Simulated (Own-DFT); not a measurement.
# Point defects and the pressure they add: zincblende GaAs

No measurement is shown. These are fixed-geometry runs of a retired plane-wave code named Own-DFT, which no person has reviewed; spin and spin-orbit coupling are neglected.

All runs used: PBE; PseudoDojo norm-conserving scalar-relativistic files; cutoff 42 hartree; 3 x 3 x 3 k mesh centred on Gamma; Fermi-Dirac smearing of 0.1 eV.

Caveats (not all hold for every row): not probed for a lower state with spin; forces not confirmed at this smearing and k mesh; stress not checked against mesh or cutoff.

All runs share one cell, with vectors in Å (11.737, 0.000, 0.000); (0.000, 11.737, 0.000); (0.000, 0.000, 10.919) and a volume of 1504.3 Å³, strained against the parent crystal. The atoms are randomly displaced, by u rms on each axis. The defect's site can differ from row to row.

```
                             cell     formula   u (Å)  P (GPa)
                        no defect    As32Ga32  0.0288     0.71
                        no defect    As32Ga32  0.0303     0.79
                        no defect    As32Ga32  0.0495     1.09
              one In on a Ga site  As32Ga31In  0.0324     1.40
              one In on a Ga site  As32Ga31In  0.0478     1.56
              one In on a Ga site  As32Ga31In  0.0500     1.60
one As vacancy and one Ga vacancy    As31Ga31  0.0284     0.42
one As vacancy and one Ga vacancy    As31Ga31  0.0298        ?
one As vacancy and one Ga vacancy    As31Ga31  0.0450     0.68
one As vacancy and one Ga vacancy    As31Ga31  0.0499     0.70
              one Al on a Ga site  AlAs32Ga31  0.0287     0.69
              one Al on a Ga site  AlAs32Ga31  0.0472     0.95
              one Al on a Ga site  AlAs32Ga31  0.0500     1.06
              one P on an As site   As31Ga32P  0.0305     0.55
              one P on an As site   As31Ga32P  0.0323     0.55
              one P on an As site   As31Ga32P  0.0493     0.84
```

## Working it out

P = P0 + c u² + a shift for each defect gives P0 = 0.60 GPa, c = 189 ± 13 GPa/Å² and a scatter of 0.03 GPa. The shifts, and each times the cell's volume:

- one In on a Ga site: 0.55 ± 0.03 GPa, 5.2 eV
- one Al on a Ga site: -0.05 ± 0.03 GPa, -0.5 eV (not resolved)
- one P on an As site: -0.23 ± 0.03 GPa, -2.2 eV
- one As vacancy and one Ga vacancy: -0.34 ± 0.03 GPa, -3.2 eV

Against the defect-free cell, a freed cell would be larger where the shift is positive and smaller where it is negative (160.2 GPa Å³ is 1 eV). The atoms around the defects weren't relaxed, which would change these numbers.

## Withheld run

The question: what pressure belongs in the blank (one As vacancy and one Ga vacancy, u = 0.0298 Å)?

Estimate: 0.43 ± 0.04 GPa. DFT gave 0.43 GPa.
